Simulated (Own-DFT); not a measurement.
# Shaking the atoms of 6H (3C twinned every three layers) SiC, 48 atoms (C24Si24)

Calculated results; nothing here was measured. They come from Own-DFT, an in-house plane-wave density functional program, since retired, whose code no person has reviewed. Each row is one single-point run on a periodic cell that was not relaxed, without spin or spin-orbit coupling.

Settings of every run: PBE; PseudoDojo norm-conserving scalar-relativistic files; cutoff 42 hartree; 5 x 5 x 2 k mesh centred on Gamma; Fermi-Dirac smearing of 0.1 eV.

Known limits: forces on such cells passed a denser k mesh, each cell not checked; stress not checked against mesh or cutoff.

Cell vectors in Å: (4.360, -4.360, 0.000); (0.000, 4.360, -4.360); (8.719, 8.719, 8.719). In each run every atom was moved at random and independently from its ideal site; u is the rms move along one axis. E is the free energy for each atom above the fitted value at u = 0, and F the rms of the force components.

```
run,u (Å),E (meV/atom),F (eV/Å),largest force (eV/Å),P (GPa)
1,0.0288,31.2,0.832,2.39,3.71
2,0.0298,34.0,0.845,2.47,3.69
3,0.0313,?,?,?,?
4,0.0533,90.7,1.385,5.89,4.90
5,0.0587,143.7,1.891,6.68,6.71
6,0.0901,330.9,3.077,12.13,11.59
7,0.1082,409.8,3.157,10.15,12.22
```

## Worked fit

For small independent moves the energy grows as E = (3/2) K u², with K the mean stiffness felt by one atom. The runs with u up to 0.11 Å give K = 25.0 ± 1.7 eV/Å², with residuals divided by u² + 0.0006 Å², since the noise grows with the moves. The scatter is 10.9 meV/atom at u = 0.05 Å. The forces follow F = G u with G = 29.9 eV/Å²; no force at u = 0 is resolved. G exceeds K because the moves of its neighbours add to the force on an atom, and stiffness differs between atoms. The pressure follows P = 3.15 + 860 u² GPa: at fixed volume, shortened bonds push harder than stretched ones pull.

## Withheld run

Question: what energy and rms force should run 3 give?

The fit gives 37 ± 6 meV/atom and about 0.94 eV/Å. The calculation gave 34.3 meV/atom and 0.856 eV/Å.
